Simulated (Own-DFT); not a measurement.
# One host, several defects: B20 RuSi

The numbers are computed, not measured, by runs of the plane-wave DFT program Own-DFT (in-house, retired, unreviewed) at fixed positions, with no spin and no spin-orbit coupling.

Settings: PBE; PseudoDojo norm-conserving scalar-relativistic files; cutoff 50 hartree; 5 x 4 x 5 k mesh centred on Gamma; cold (Marzari-Vanderbilt) smearing of 0.2 eV.

Keep in mind (not all hold for every row): not probed for a lower state with spin; forces on such cells failed a check on a denser k mesh; stress not checked against mesh or cutoff.

All runs share one cell, with vectors in Å (4.709, 0.000, 4.709); (0.000, 9.417, 0.000); (-4.709, 0.000, 4.709) and a volume of 417.6 Å³. u is the rms random offset of the atoms per axis. The defect's site can differ from row to row.

| cell | formula | u (Å) | P (GPa) |
|---|---|---|---|
| no defect | Ru16Si16 | 0.0200 | 4.43 |
| no defect | Ru16Si16 | 0.0212 | 4.61 |
| no defect | Ru16Si16 | 0.0483 | 6.57 |
| one Ru on a Si site | Ru17Si15 | 0.0275 | 7.66 |
| one Ru on a Si site | Ru17Si15 | 0.0278 | 8.11 |
| one Ru on a Si site | Ru17Si15 | 0.0472 | ? |
| one Ru on a Si site | Ru17Si15 | 0.0522 | 9.87 |
| one Si vacancy | Ru16Si15 | 0.0275 | 1.92 |
| one Si vacancy | Ru16Si15 | 0.0289 | 2.29 |
| one Si vacancy | Ru16Si15 | 0.0510 | 4.56 |
| one Si on a Ru site | Ru15Si17 | 0.0304 | 5.78 |
| one Si on a Ru site | Ru15Si17 | 0.0436 | 6.70 |
| one Si on a Ru site | Ru15Si17 | 0.0493 | 6.48 |
| one Ru vacancy | Ru15Si16 | 0.0279 | 2.44 |
| one Ru vacancy | Ru15Si16 | 0.0306 | 3.57 |
| one Ru vacancy | Ru15Si16 | 0.0477 | 4.40 |

## Worked fit

P = P0 + c u² + a shift for each defect gives P0 = 4.09 GPa, c = 1051 ± 122 GPa/Å² and a scatter of 0.38 GPa. The shifts, and each times the cell's volume:

- one Ru on a Si site: 2.97 ± 0.31 GPa, 7.7 eV
- one Si on a Ru site: 0.39 ± 0.32 GPa, 1.0 eV (not resolved)
- one Ru vacancy: -2.02 ± 0.31 GPa, -5.3 eV
- one Si vacancy: -2.64 ± 0.31 GPa, -6.9 eV

A positive shift means that the defect pushes the cell outwards. Shift times volume (160.2 GPa Å³ is 1 eV) depends little on the cell's size, so, taken for each site, it can be compared between cells at like pressure. The atoms around the defects weren't relaxed, which would change these numbers.

## Prediction

Question: what pressure belongs in the blank (one Ru on a Si site, u = 0.0472 Å)?

The fit gives 9.40 ± 0.45 GPa. Computed: 9.14 GPa.
